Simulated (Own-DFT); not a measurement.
# Strain and stress in wurtzite AlN, 72 atoms (Al36N36)

All numbers below are calculated, not measured. They come from Own-DFT, an in-house plane-wave density functional program, since retired, whose code no person has reviewed. Each row is one single-point run on a periodic cell that was not relaxed, without spin or spin-orbit coupling.

Settings of every run: PBE; PseudoDojo norm-conserving scalar-relativistic files; cutoff 42 hartree; 3 x 3 x 2 k mesh centred on Gamma; Fermi-Dirac smearing of 0.1 eV.

Known limits: forces on such cells moved up to 12 meV/angstrom on a denser k mesh; stress not checked against mesh or cutoff.

Unstrained cell vectors in Å: (9.336, 0.000, 0.000); (-4.668, 8.085, 0.000); (0.000, 0.000, 9.964). The unstrained cell has measured lattice constants (interpolated for alloys), not those of this functional. That, the random moves and any unrelaxed bonds set the pressure at no strain. Each run strains this cell uniformly, with the atoms carried along. Every atom was also moved at random, by a Gaussian of width 0.05 Å on each axis. Strain is the symmetric tensor, in per cent. Stress is positive in tension, and the pressure is minus a third of its trace.

| run | e_xx (%) | e_yy (%) | e_zz (%) | e_yz (%) | e_xz (%) | e_xy (%) | s_xx (GPa) | s_yy (GPa) | s_zz (GPa) | s_yz (GPa) | s_xz (GPa) | s_xy (GPa) | P (GPa) | E (meV/atom) |
|---|---|---|---|---|---|---|---|---|---|---|---|---|---|---|
| 1 | 1.48 | 0.45 | 1.56 | 1.96 | -0.72 | -0.63 | 3.46 | 0.74 | 0.12 | 4.07 | -1.42 | -2.06 | -1.44 | 0.9 |
| 2 | -0.12 | -1.39 | -0.51 | 1.81 | 0.07 | 1.98 | -7.80 | -14.86 | -9.48 | 5.39 | 0.07 | 7.43 | 10.71 | 31.0 |
| 3 | 0.12 | -0.35 | -1.65 | 0.86 | 0.91 | -1.05 | -5.53 | -7.59 | -15.54 | 1.61 | 2.32 | -1.79 | 9.55 | 8.8 |
| 4 | 1.04 | -1.59 | 1.23 | 0.96 | -1.52 | 0.91 | -2.00 | -11.98 | -0.36 | 3.08 | -3.42 | 2.38 | 4.78 | 15.6 |
| 5 | -1.93 | 0.38 | -1.76 | 1.89 | -1.23 | -0.75 | -16.83 | -6.75 | -15.47 | 4.27 | -3.76 | -3.86 | 13.02 | 27.0 |
| 6 | -1.66 | 1.23 | -0.25 | 0.28 | -1.35 | -0.01 | -12.74 | -2.37 | -8.44 | 1.07 | -2.57 | -1.21 | 7.85 | 29.7 |
| 7 | -1.18 | 1.89 | -0.32 | 0.95 | 1.70 | 1.21 | -10.03 | 2.35 | -7.68 | 2.18 | 4.35 | 4.61 | 5.12 | 20.0 |
| 8 | 1.27 | 1.02 | -0.95 | -1.20 | -1.90 | 0.81 | 2.56 | -3.17 | -9.44 | -1.94 | -4.91 | 3.09 | 3.35 | 27.4 |
| 9 | -1.25 | 0.43 | 1.42 | 1.84 | 0.21 | -0.01 | -7.42 | -5.65 | -1.34 | 4.28 | -0.24 | -1.08 | 4.80 | 15.1 |
| 10 | -1.78 | 0.05 | -1.07 | 1.78 | 0.20 | 1.56 | -17.09 | -9.12 | -10.58 | 4.28 | 0.87 | 6.93 | 12.27 | 38.6 |
| 11 | 1.56 | 0.19 | 1.23 | 0.39 | 0.85 | -0.12 | 1.03 | -1.56 | 0.66 | 0.35 | 2.11 | -1.78 | -0.04 | 0.0 |
| 12 | 0.39 | 1.94 | 1.76 | -0.04 | -1.36 | -1.11 | -0.75 | 3.56 | 3.39 | 0.35 | -3.56 | -3.23 | -2.06 | 1.4 |
| 13 | 0.66 | -1.96 | -1.48 | 1.02 | 1.57 | -1.24 | -7.28 | -15.19 | -15.33 | 2.12 | 3.82 | -5.87 | 12.60 | 42.9 |
| 14 | -0.78 | -1.58 | 0.73 | 0.25 | 1.18 | 1.60 | -11.42 | -14.07 | -4.33 | 0.73 | 2.95 | 4.77 | 9.94 | 27.9 |
| 15 | 0.20 | 0.81 | -1.80 | 0.49 | -0.61 | 1.89 | -4.53 | -4.42 | -12.66 | 1.49 | -1.78 | 7.42 | 7.20 | 11.9 |
| 16 | -0.50 | -0.29 | 1.38 | 1.77 | 1.64 | -1.92 | -8.40 | -7.85 | 0.02 | 4.86 | 3.95 | -7.43 | 5.41 | 30.4 |
| 17 | 1.41 | 1.44 | -0.76 | 1.35 | 1.19 | -0.62 | 1.25 | 1.12 | -7.11 | 3.01 | 3.92 | -0.74 | 1.58 | 11.2 |
| 18 | 0.84 | -1.46 | -1.66 | -1.65 | -1.85 | -1.58 | ? | ? | ? | ? | ? | ? | ? | ? |

E is the free energy for each atom above the lowest run shown.

## Worked fit

Each stress component was fitted by least squares to a constant and the strains of the runs shown, as fractions, with shears doubled. Shear strains stay in the fit of a normal stress only where such slopes are resolved. The slopes, in GPa:

```
stress,at no strain,per e_xx,per e_yy,per e_zz,scatter
s_xx,-5.9,487 ± 30,129 ± 29,76 ± 28,1.40
s_yy,-6.3,109 ± 28,466 ± 27,73 ± 26,1.33
s_zz,-6.4,56 ± 23,70 ± 22,452 ± 21,1.09
```

Each shear stress against twice its own strain: yz 112 ± 9, xz 127 ± 6, xy 189 ± 12 GPa. These are stiffnesses along x, y and z of the frame in which the cell vectors are given, which need not be the crystal's axes. The atoms are held to the strained lattice; where symmetry lets them move under strain, relaxing them would lower some slopes. The table should be nearly symmetric about its diagonal, and what it lacks of that shows the noise. A ninth of its sum, 213 ± 4 GPa, estimates the bulk modulus near the mean pressure of these runs, 6.2 GPa, so it lies above the value at zero pressure.

## Withheld run

Question: what normal stresses and pressure should run 18 give?

The fit gives s_xx = -5.0, s_yy = -13.4, s_zz = -14.5 and P = 11.0 GPa. The calculation gave -7.06, -13.01, -11.88 and P = 10.65 GPa.
